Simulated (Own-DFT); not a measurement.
# Which defects push the lattice out? zincblende GaAs

No measurement is shown. These are fixed-geometry runs of a retired plane-wave code named Own-DFT, which no person has reviewed; spin and spin-orbit coupling are neglected.

Common settings: PBE; PseudoDojo norm-conserving scalar-relativistic files; cutoff 42 hartree; 3 x 3 x 3 k mesh centred on Gamma; Fermi-Dirac smearing of 0.1 eV.

Caveats (not all hold for every row): not probed for a lower state with spin; forces not confirmed at this smearing and k mesh; stress not checked against mesh or cutoff.

All runs share one cell, with vectors in Å (10.862, 0.000, 0.000); (0.000, 10.862, 0.000); (0.000, 0.000, 11.796) and a volume of 1391.7 Å³, strained against the parent crystal. u is the rms random offset of the atoms per axis. The defect's site can differ from row to row.

```
cell,formula,u (Å),P (GPa)
no defect,As32Ga32,0.0306,6.69
no defect,As32Ga32,0.0316,6.69
no defect,As32Ga32,0.0496,7.02
one P on an As site,As31Ga32P,0.0321,6.42
one P on an As site,As31Ga32P,0.0499,6.78
one P on an As site,As31Ga32P,0.0500,6.78
one As vacancy and one Ga vacancy,As31Ga31,0.0318,6.00
one As vacancy and one Ga vacancy,As31Ga31,0.0330,5.96
one As vacancy and one Ga vacancy,As31Ga31,0.0503,6.47
one Al on a Ga site,AlAs32Ga31,0.0306,6.66
one Al on a Ga site,AlAs32Ga31,0.0324,6.69
one Al on a Ga site,AlAs32Ga31,0.0468,6.92
one Al on a Ga site,AlAs32Ga31,0.0487,?
one In on a Ga site,As32Ga31In,0.0284,7.37
one In on a Ga site,As32Ga31In,0.0304,7.45
one In on a Ga site,As32Ga31In,0.0324,7.46
```

## What the rows give

P = P0 + c u² + a shift for each defect gives P0 = 6.43 GPa, c = 255 ± 19 GPa/Å² and a scatter of 0.04 GPa. The shifts, and each times the cell's volume:

- one In on a Ga site: 0.77 ± 0.04 GPa, 6.7 eV
- one Al on a Ga site: -0.02 ± 0.04 GPa, -0.2 eV (not resolved)
- one P on an As site: -0.28 ± 0.04 GPa, -2.4 eV
- one As vacancy and one Ga vacancy: -0.68 ± 0.04 GPa, -5.9 eV

A positive shift means that the defect pushes the cell outwards. Shift times volume (160.2 GPa Å³ is 1 eV) depends little on the cell's size, so, taken for each site, it can be compared between cells at like pressure. The atoms around the defects weren't relaxed, which would change these numbers.

## Withheld run

Q: what pressure belongs in the blank (one Al on a Ga site, u = 0.0487 Å)?

Estimate: 7.01 ± 0.05 GPa. Computed: 6.93 GPa.
